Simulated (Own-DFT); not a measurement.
# Energy and forces against displacement in zincblende GaP, 96 atoms (Ga48P48)

Calculated results; nothing here was measured. The program, named Own-DFT, is a retired in-house plane-wave density functional code that no person has reviewed. Each row is one single-point run on a periodic cell that was not relaxed, without spin or spin-orbit coupling.

Settings of every run: PBE; PseudoDojo norm-conserving scalar-relativistic files; cutoff 42 hartree; 2 x 3 x 3 k mesh centred on Gamma; Fermi-Dirac smearing of 0.1 eV.

Known limits, some of them of some rows only: some atoms lie very close together; forces on such cells moved up to 12 meV/angstrom on a denser k mesh; forces on such cells passed a denser k mesh, each cell not checked; stress not checked against mesh or cutoff.

Cell vectors in Å: (16.352, 0.000, 0.000); (0.000, 10.901, 0.000); (0.000, 0.000, 10.901). In each run every atom was moved at random and independently from its ideal site; u is the rms move along one axis. E is the free energy for each atom above the fitted value at u = 0, and F the rms of the force components.

| run | u (Å) | E (meV/atom) | F (eV/Å) | largest force (eV/Å) | P (GPa) |
|---|---|---|---|---|---|
| 1 | 0.0196 | 6.7 | 0.275 | 0.90 | 2.71 |
| 2 | 0.0202 | ? | ? | ? | ? |
| 3 | 0.0204 | 6.2 | 0.262 | 1.05 | 2.70 |
| 4 | 0.0475 | 35.9 | 0.637 | 2.06 | 3.14 |
| 5 | 0.0514 | 45.8 | 0.739 | 2.41 | 3.30 |
| 6 | 0.0528 | 52.3 | 0.810 | 3.87 | 3.38 |
| 7 | 0.0962 | 136.1 | 1.219 | 5.32 | 4.47 |
| 8 | 0.0984 | 164.2 | 1.461 | 4.78 | 5.06 |
| 9 | 0.1599 | 495.3 | 3.169 | 15.56 | 9.60 |
| 10 | 0.1928 | 643.9 | 3.816 | 15.78 | 11.53 |

## Worked fit

For small independent moves the energy grows as E = (3/2) K u², with K the mean stiffness felt by one atom. The runs with u up to 0.11 Å give K = 11.1 ± 0.5 eV/Å², with residuals divided by u² + 0.0006 Å², since the noise grows with the moves. The scatter is 3.8 meV/atom at u = 0.05 Å. The forces follow F = G u with G = 14.0 eV/Å²; no force at u = 0 is resolved. G exceeds K because the moves of its neighbours add to the force on an atom, and stiffness differs between atoms. At u = 0.193 Å the parabola gives 617 meV/atom and the run 644. The pressure follows P = 2.65 + 225 u² GPa: at fixed volume, shortened bonds push harder than stretched ones pull.

## Withheld run

Question: what energy and rms force should run 2 give?

The fit gives 7 ± 1 meV/atom and about 0.28 eV/Å. The calculation gave 7.3 meV/atom and 0.294 eV/Å.
